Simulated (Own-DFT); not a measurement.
# Misfit strain and the stress it brings: diamond-structure SiGeSn with randomly placed atoms, 64 atoms (Ge44Si16Sn4)

Source: density functional calculations with Own-DFT, an unreviewed in-house program that is no longer used. Nothing was measured or relaxed, and spin and spin-orbit coupling are left out.

Common settings: PBE; PseudoDojo norm-conserving scalar-relativistic files; cutoff 49 hartree; 3 x 3 x 3 k mesh centred on Gamma; Fermi-Dirac smearing of 0.1 eV.

Known weak points: forces on such cells moved up to 12 meV/angstrom on a denser k mesh; stress not checked against mesh or cutoff.

Unstrained cell vectors in Å: (11.306, 0.000, 0.000); (0.000, 11.306, 0.000); (0.000, 0.000, 11.306). The unstrained cell has measured lattice constants (interpolated for alloys), not those of this functional. That, the random moves and any unrelaxed bonds set the pressure at no strain. Each run strains x and y alike by e, as a substrate would, and holds the height along z. All atoms carry random offsets, Gaussian with a width of 0.05 Å per axis. The random placing of the alloy's atoms differs from row to row. Stress is positive in tension.

| e (%) | u (Å) | (s_xx + s_yy)/2 (GPa) | s_zz (GPa) |
|---|---|---|---|
| -3.00 | 0.050 | -10.68 | -8.73 |
| -2.75 | 0.048 | -9.98 | -7.80 |
| -2.25 | 0.052 | -8.97 | -7.25 |
| -0.50 | 0.047 | -5.26 | -4.98 |
| -0.25 | 0.049 | ? | ? |
| 0.50 | 0.050 | -3.63 | -4.09 |
| 1.50 | 0.049 | -1.59 | -2.66 |
| 2.00 | 0.054 | -1.03 | -2.29 |
| 2.75 | 0.051 | 0.16 | -1.47 |
| 3.00 | 0.049 | 0.58 | -1.33 |

## Fit

With e as a fraction, the in-plane stress is -4.4 + 186 e - 717 e² GPa (errors 2 and 113, scatter 0.11), and s_zz is -4.4 + 119 e - 463 e² GPa (slope ± 3, scatter 0.20). At e = 0 the first slope is C11 + C12 and the second 2 C12, both with the ions held to the strained lattice and at the cell's own pressure. The term in e² is negative: the layer stiffens under compression and softens under tension. A free layer would change its height as e changes, and the in-plane slope would drop by 2 C12²/C11 to the biaxial modulus. At fixed height, a misfit of 1 % moves the in-plane stress by about 1.9 GPa and s_zz by 1.2 GPa.

## Prediction

Asked: what are the two stresses at e = -0.25 %?

Estimate: -4.9 and -4.7 GPa. The hidden result is -5.01 and -4.66 GPa.
